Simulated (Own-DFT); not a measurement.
# Response to strain: wurtzite AlN, 128 atoms (Al64N64)

Calculated results; nothing here was measured. They come from Own-DFT, an in-house plane-wave density functional program, since retired, whose code no person has reviewed. Each row is one single-point run on a periodic cell that was not relaxed, without spin or spin-orbit coupling.

Settings of every run: PBE; PseudoDojo norm-conserving scalar-relativistic files; cutoff 42 hartree; 3 x 3 x 3 k mesh centred on Gamma; Gaussian smearing of 0.01 eV.

Known limits: k mesh not checked against a denser one; stress not checked against mesh or cutoff.

Unstrained cell vectors in Å: (12.448, 0.000, 0.000); (-6.224, 10.780, 0.000); (0.000, 0.000, 9.964). The unstrained cell has measured lattice constants (interpolated for alloys), not those of this functional. That, the random moves and any unrelaxed bonds set the pressure at no strain. Each run strains this cell uniformly, with the atoms carried along. Every atom was also moved at random, by a Gaussian of width 0.05 Å on each axis. Strain is the symmetric tensor, in per cent. Stress is positive in tension, and the pressure is minus a third of its trace.

| run | e_xx (%) | e_yy (%) | e_zz (%) | e_yz (%) | e_xz (%) | e_xy (%) | s_xx (GPa) | s_yy (GPa) | s_zz (GPa) | s_yz (GPa) | s_xz (GPa) | s_xy (GPa) | P (GPa) | E (meV/atom) |
|---|---|---|---|---|---|---|---|---|---|---|---|---|---|---|
| 1 | -0.23 | 0.04 | -1.06 | -0.63 | 0.06 | 0.06 | -8.80 | -7.10 | -9.78 | -1.35 | 0.87 | -0.76 | 8.56 | 13.6 |
| 2 | -1.01 | -1.07 | 0.31 | 1.43 | 0.71 | 0.67 | -11.46 | -11.97 | -5.86 | 3.64 | 2.55 | 3.67 | 9.77 | 12.7 |
| 3 | -0.61 | -0.49 | -0.37 | -0.19 | 0.55 | 0.42 | -8.39 | -9.21 | -8.67 | 0.50 | 1.29 | 2.35 | 8.76 | 0.0 |
| 4 | 1.98 | 0.37 | 1.39 | -0.07 | 0.31 | -1.01 | 4.66 | -2.80 | 1.77 | 0.30 | 0.49 | -3.10 | -1.21 | 2.6 |
| 5 | -0.27 | -1.00 | 1.81 | 1.87 | 1.81 | -0.10 | -6.97 | -9.06 | 0.94 | 4.47 | 4.95 | -2.08 | 5.03 | 8.0 |
| 6 | -1.25 | -0.97 | -0.64 | 1.37 | -1.89 | 0.26 | -14.74 | -12.26 | -9.22 | 3.49 | -5.15 | 0.37 | 12.07 | 20.9 |
| 7 | 1.64 | -0.95 | -0.75 | -0.20 | 0.51 | -1.68 | 0.15 | -11.70 | -8.93 | -0.35 | 1.60 | -5.89 | 6.83 | 37.1 |
| 8 | -0.01 | -1.72 | 1.15 | 1.50 | 0.29 | 1.17 | -6.42 | -12.96 | -2.86 | 3.69 | 0.58 | 5.55 | 7.41 | 13.4 |
| 9 | 0.80 | 1.69 | -1.89 | -1.62 | -1.57 | 1.80 | -2.31 | 0.68 | -12.02 | -3.49 | -4.27 | 5.81 | 4.55 | 19.2 |
| 10 | -1.30 | -1.21 | -0.93 | 1.40 | -1.41 | 0.53 | -14.22 | -13.31 | -12.29 | 3.43 | -3.22 | 1.97 | 13.28 | 19.5 |
| 11 | 0.74 | -1.28 | 0.55 | -1.91 | -1.60 | -0.50 | -3.50 | -10.90 | -2.82 | -4.13 | -4.21 | -1.05 | 5.74 | 8.3 |
| 12 | -1.02 | 1.34 | 1.41 | -0.84 | 1.52 | -0.95 | -8.84 | 0.67 | 1.17 | -2.27 | 3.75 | -2.10 | 2.33 | 3.3 |
| 13 | 0.91 | 1.63 | -2.00 | 1.20 | -1.00 | -0.79 | -2.25 | 1.84 | -13.36 | 2.62 | -3.13 | -4.13 | 4.59 | 4.5 |
| 14 | 1.89 | 0.15 | -1.53 | 0.68 | -1.40 | 1.10 | 0.85 | -4.90 | -10.41 | 2.01 | -3.76 | 2.86 | 4.82 | 21.4 |
| 15 | -1.47 | -1.80 | -0.01 | -1.84 | -1.71 | -0.30 | -16.05 | -16.84 | -7.54 | -5.12 | -4.16 | -1.45 | 13.48 | 28.7 |
| 16 | 1.30 | -0.19 | -1.83 | -1.26 | 1.27 | 1.63 | ? | ? | ? | ? | ? | ? | ? | ? |

E is the free energy for each atom above the lowest run shown.

## Worked fit

Each stress component was fitted by least squares to a constant and the strains of the runs shown, as fractions, with shears doubled. Shear strains stay in the fit of a normal stress only where such slopes are resolved. The slopes, in GPa:

| stress | at no strain | per e_xx | per e_yy | per e_zz | scatter |
|---|---|---|---|---|---|
| s_xx | -6.3 | 480 ± 18 | 96 ± 19 | 95 ± 17 | 0.73 |
| s_yy | -6.2 | 59 ± 18 | 493 ± 20 | 79 ± 18 | 0.76 |
| s_zz | -5.7 | 63 ± 17 | 76 ± 18 | 434 ± 16 | 0.69 |

Each shear stress against twice its own strain: yz 118 ± 5, xz 141 ± 5, xy 186 ± 18 GPa. These are stiffnesses along x, y and z of the frame in which the cell vectors are given, which need not be the crystal's axes. The atoms are held to the strained lattice; where symmetry lets them move under strain, relaxing them would lower some slopes. The table should be nearly symmetric about its diagonal, and what it lacks of that shows the noise. A ninth of its sum, 209 ± 5 GPa, estimates the bulk modulus near the mean pressure of these runs, 7.1 GPa, so it lies above the value at zero pressure.

## Withheld run

Question: what normal stresses and pressure should run 16 give?

The fit gives s_xx = -2.0, s_yy = -7.8, s_zz = -12.9 and P = 7.6 GPa. The calculation gave -1.13, -9.24, -12.37 and P = 7.58 GPa.
